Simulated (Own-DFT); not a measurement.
# A layer strained by its substrate: wurtzite AlGaN with randomly placed atoms, 72 atoms (Al9Ga27N36)

The numbers are computed, not measured, by runs of the plane-wave DFT program Own-DFT (in-house, retired, unreviewed) at fixed positions, with no spin and no spin-orbit coupling.

Method: PBE; PseudoDojo norm-conserving scalar-relativistic files; cutoff 42 hartree; 4 x 4 x 3 k mesh centred on Gamma; Fermi-Dirac smearing of 0.1 eV.

Known weak points: forces on such cells passed a denser k mesh, each cell not checked; stress not checked against mesh or cutoff.

Unstrained cell vectors in Å: (9.509, 0.000, 0.000); (-4.755, 8.235, 0.000); (0.000, 0.000, 10.268). The unstrained cell has measured lattice constants (interpolated for alloys), not those of this functional. That, the random moves and any unrelaxed bonds set the pressure at no strain. Each run strains x and y alike by e, as a substrate would, and holds the height along z. Random moves of width 0.05 Å per axis were added to every atom. The random placing of the alloy's atoms differs from row to row. Stress is positive in tension.

```
e (%)  u (Å)  (s_xx + s_yy)/2 (GPa)  s_zz (GPa)
-3.00  0.049                 -25.62      -13.29
-1.25  0.048                 -13.20      -11.18
-0.75  0.050                 -10.84      -10.79
-0.50  0.050                 -10.44       -8.34
 0.25  0.051                      ?           ?
 0.75  0.047                  -2.94       -5.92
 1.25  0.052                  -0.85       -6.61
 2.50  0.047                   5.24       -4.63
 2.75  0.051                   5.99       -4.10
 3.00  0.051                   6.54       -2.42
```

## What the rows give

With e as a fraction, the in-plane stress is -6.9 + 537 e - 2722 e² GPa (errors 10 and 512, scatter 0.53), and s_zz is -8.4 + 174 e GPa (slope ± 15, scatter 0.86). At e = 0 the first slope is C11 + C12 and the second 2 C13, both with the ions held to the strained lattice and at the cell's own pressure. The term in e² is negative: the layer stiffens under compression and softens under tension. A free layer would change its height as e changes, and the in-plane slope would drop by 2 C13²/C33 to the biaxial modulus. At fixed height, a misfit of 1 % moves the in-plane stress by about 5.4 GPa and s_zz by 1.7 GPa.

## Prediction

Question: what are the two stresses at e = 0.25 %?

From the fit: -5.5 and -8.0 GPa. The hidden result is -5.60 and -8.02 GPa.
